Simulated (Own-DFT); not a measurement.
# Which defects push the lattice out? zincblende GaAs

Source: density functional calculations with Own-DFT, an unreviewed in-house program that is no longer used. Nothing was measured or relaxed, and spin and spin-orbit coupling are left out.

Common settings: PBE; PseudoDojo norm-conserving scalar-relativistic files; cutoff 42 hartree; 3 x 3 x 3 k mesh centred on Gamma; Fermi-Dirac smearing of 0.1 eV.

Keep in mind (not all hold for every row): not probed for a lower state with spin; forces not confirmed at this smearing and k mesh; stress not checked against mesh or cutoff.

All runs share one cell, with vectors in Å (11.737, 0.000, 0.000); (0.000, 11.737, 0.000); (0.000, 0.000, 10.919) and a volume of 1504.3 Å³, strained against the parent crystal. Atoms were moved at random from their sites; u is the rms move along one axis. The defect's site can differ from row to row.

| cell | formula | u (Å) | P (GPa) |
|---|---|---|---|
| no defect | As32Ga32 | 0.0307 | 0.75 |
| no defect | As32Ga32 | 0.0488 | 1.02 |
| no defect | As32Ga32 | 0.0491 | 1.04 |
| one In on a Ga site | As32Ga31In | 0.0310 | 1.37 |
| one In on a Ga site | As32Ga31In | 0.0475 | 1.53 |
| one In on a Ga site | As32Ga31In | 0.0501 | 1.59 |
| one Al on a Ga site | AlAs32Ga31 | 0.0311 | 0.74 |
| one Al on a Ga site | AlAs32Ga31 | 0.0497 | 1.04 |
| one Al on a Ga site | AlAs32Ga31 | 0.0511 | 1.12 |
| one As vacancy and one Ga vacancy | As31Ga31 | 0.0299 | 0.49 |
| one As vacancy and one Ga vacancy | As31Ga31 | 0.0325 | 0.51 |
| one As vacancy and one Ga vacancy | As31Ga31 | 0.0515 | 0.80 |
| one P on an As site | As31Ga32P | 0.0297 | 0.51 |
| one P on an As site | As31Ga32P | 0.0321 | 0.55 |
| one P on an As site | As31Ga32P | 0.0459 | 0.69 |
| one P on an As site | As31Ga32P | 0.0467 | ? |

## Worked fit

P = P0 + c u² + a shift for each defect gives P0 = 0.59 GPa, c = 179 ± 11 GPa/Å² and a scatter of 0.03 GPa. The shifts, and each times the cell's volume:

- one In on a Ga site: 0.56 ± 0.02 GPa, 5.3 eV
- one Al on a Ga site: 0.02 ± 0.02 GPa, 0.2 eV (not resolved)
- one P on an As site: -0.25 ± 0.03 GPa, -2.3 eV
- one As vacancy and one Ga vacancy: -0.27 ± 0.03 GPa, -2.5 eV

Positive is outwards. The product with the volume (160.2 GPa Å³ to the eV) is nearly free of the cell's size; divided by the bulk modulus at the cell's pressure it gives the volume that the defect adds. The atoms around the defects weren't relaxed, which would change these numbers.

## The run left out

Q: what pressure belongs in the blank (one P on an As site, u = 0.0467 Å)?

From the fit: 0.74 ± 0.04 GPa. DFT gave 0.74 GPa.
